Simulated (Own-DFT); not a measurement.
# How strain changes the stress of wurtzite GaN, 72 atoms (Ga36N36)

Calculated results; nothing here was measured. The program, named Own-DFT, is a retired in-house plane-wave density functional code that no person has reviewed. Each row is one single-point run on a periodic cell that was not relaxed, without spin or spin-orbit coupling.

Settings of every run: PBE; PseudoDojo norm-conserving scalar-relativistic files (stringent for Ga); cutoff 96 hartree; 4 x 4 x 3 k mesh centred on Gamma; Gaussian smearing of 0.01 eV.

Known limits: forces not confirmed at this smearing and k mesh; stress not checked against mesh or cutoff.

Unstrained cell vectors in Å: (9.567, 0.000, 0.000); (-4.783, 8.285, 0.000); (0.000, 0.000, 10.370). The unstrained cell has measured lattice constants (interpolated for alloys), not those of this functional. That, the random moves and any unrelaxed bonds set the pressure at no strain. Each run strains this cell uniformly, with the atoms carried along. Every atom was also moved at random, by a Gaussian of width 0.05 Å on each axis. Strain is the symmetric tensor, in per cent. Stress is positive in tension, and the pressure is minus a third of its trace.

| run | e_xx (%) | e_yy (%) | e_zz (%) | e_yz (%) | e_xz (%) | e_xy (%) | s_xx (GPa) | s_yy (GPa) | s_zz (GPa) | s_yz (GPa) | s_xz (GPa) | s_xy (GPa) | P (GPa) | E (meV/atom) |
|---|---|---|---|---|---|---|---|---|---|---|---|---|---|---|
| 1 | -1.57 | -1.07 | 1.59 | 1.01 | 1.15 | 0.96 | -13.84 | -11.11 | -3.74 | 2.20 | 2.86 | 3.29 | 9.56 | 23.8 |
| 2 | -1.06 | 1.82 | 0.57 | -1.22 | -1.55 | -1.52 | -9.49 | 0.55 | -4.24 | -2.04 | -2.61 | -3.28 | 4.39 | 5.5 |
| 3 | 0.30 | -0.62 | -1.60 | 0.31 | 0.44 | 1.92 | -8.59 | -11.48 | -14.41 | -0.69 | 1.28 | 7.86 | 11.49 | 28.2 |
| 4 | -1.71 | -0.96 | 2.00 | 0.57 | -1.93 | 1.67 | -13.35 | -14.51 | -0.54 | 1.26 | -3.11 | 6.26 | 9.47 | 35.5 |
| 5 | -1.15 | -1.19 | -1.09 | -0.84 | -1.76 | 1.08 | -15.68 | -14.60 | -14.29 | -1.70 | -3.44 | 3.77 | 14.86 | 42.4 |
| 6 | 0.30 | -1.60 | -1.69 | 0.79 | -1.26 | -1.25 | -9.62 | -13.04 | -17.38 | 1.06 | -2.69 | -4.31 | 13.35 | 26.2 |
| 7 | 1.61 | -1.17 | -1.88 | 0.55 | 1.57 | -0.60 | -2.92 | -12.17 | -17.08 | 1.29 | 3.55 | -1.18 | 10.72 | 39.8 |
| 8 | 0.33 | 1.97 | 0.48 | -0.95 | -1.02 | 0.39 | -3.85 | 2.19 | -3.79 | -1.48 | -2.12 | 1.38 | 1.82 | 0.0 |
| 9 | -1.83 | 1.40 | 1.39 | 1.90 | -0.80 | 0.19 | -12.72 | -2.25 | -1.90 | 3.78 | -1.73 | 2.68 | 5.62 | 20.9 |
| 10 | -1.03 | 0.97 | -1.20 | 0.60 | 0.23 | 0.79 | -10.95 | -4.87 | -13.45 | 0.96 | 0.53 | 2.29 | 9.75 | 23.1 |
| 11 | -1.75 | 1.42 | -0.59 | -1.42 | -0.49 | -0.02 | -14.70 | -3.44 | -9.32 | -2.70 | -0.79 | -1.70 | 9.15 | 12.2 |
| 12 | -1.65 | -0.03 | 0.55 | -1.95 | -1.88 | -0.56 | -12.05 | -9.55 | -7.91 | -5.20 | -4.22 | -2.27 | 9.84 | 27.6 |
| 13 | 1.59 | 0.98 | 1.59 | 0.46 | 0.71 | -0.32 | 1.58 | -0.39 | 0.00 | 1.10 | 1.14 | -1.17 | -0.40 | 2.2 |
| 14 | -1.15 | -1.44 | -1.63 | 0.03 | 0.30 | 0.32 | -14.81 | -15.16 | -18.80 | 0.63 | -0.59 | 1.55 | 16.26 | 36.4 |
| 15 | 1.37 | -0.74 | -1.78 | 0.92 | -1.41 | 0.60 | -3.67 | -11.02 | -13.95 | 2.44 | -2.53 | 1.21 | 9.55 | 19.1 |
| 16 | -1.41 | -0.28 | 1.71 | 0.90 | -1.88 | 1.03 | -12.23 | -7.86 | -2.39 | 2.18 | -4.24 | 3.29 | 7.49 | 22.3 |
| 17 | -0.74 | 1.26 | 0.68 | 0.96 | 1.03 | 1.87 | ? | ? | ? | ? | ? | ? | ? | ? |

E is the free energy for each atom above the lowest run shown.

## Worked fit

Each stress component was fitted by least squares to a constant and the strains of the runs shown, as fractions, with shears doubled. Shear strains stay in the fit of a normal stress only where such slopes are resolved. The slopes, in GPa:

```
stress,at no strain,per e_xx,per e_yy,per e_zz,scatter
s_xx,-7.4,422 ± 18,97 ± 18,93 ± 16,0.79
s_yy,-7.3,101 ± 26,436 ± 26,56 ± 24,1.17
s_zz,-8.1,66 ± 22,111 ± 22,424 ± 20,0.97
```

Each shear stress against twice its own strain: yz 107 ± 10, xz 101 ± 8, xy 161 ± 17 GPa. These are stiffnesses along x, y and z of the frame in which the cell vectors are given, which need not be the crystal's axes. The atoms are held to the strained lattice; where symmetry lets them move under strain, relaxing them would lower some slopes. The table should be nearly symmetric about its diagonal, and what it lacks of that shows the noise. A ninth of its sum, 201 ± 4 GPa, estimates the bulk modulus near the mean pressure of these runs, 8.9 GPa, so it lies above the value at zero pressure.

## Withheld run

Question: what normal stresses and pressure should run 17 give?

The fit gives s_xx = -8.6, s_yy = -2.1, s_zz = -4.3 and P = 5.0 GPa. The calculation gave -10.00, -1.45, -4.83 and P = 5.43 GPa.
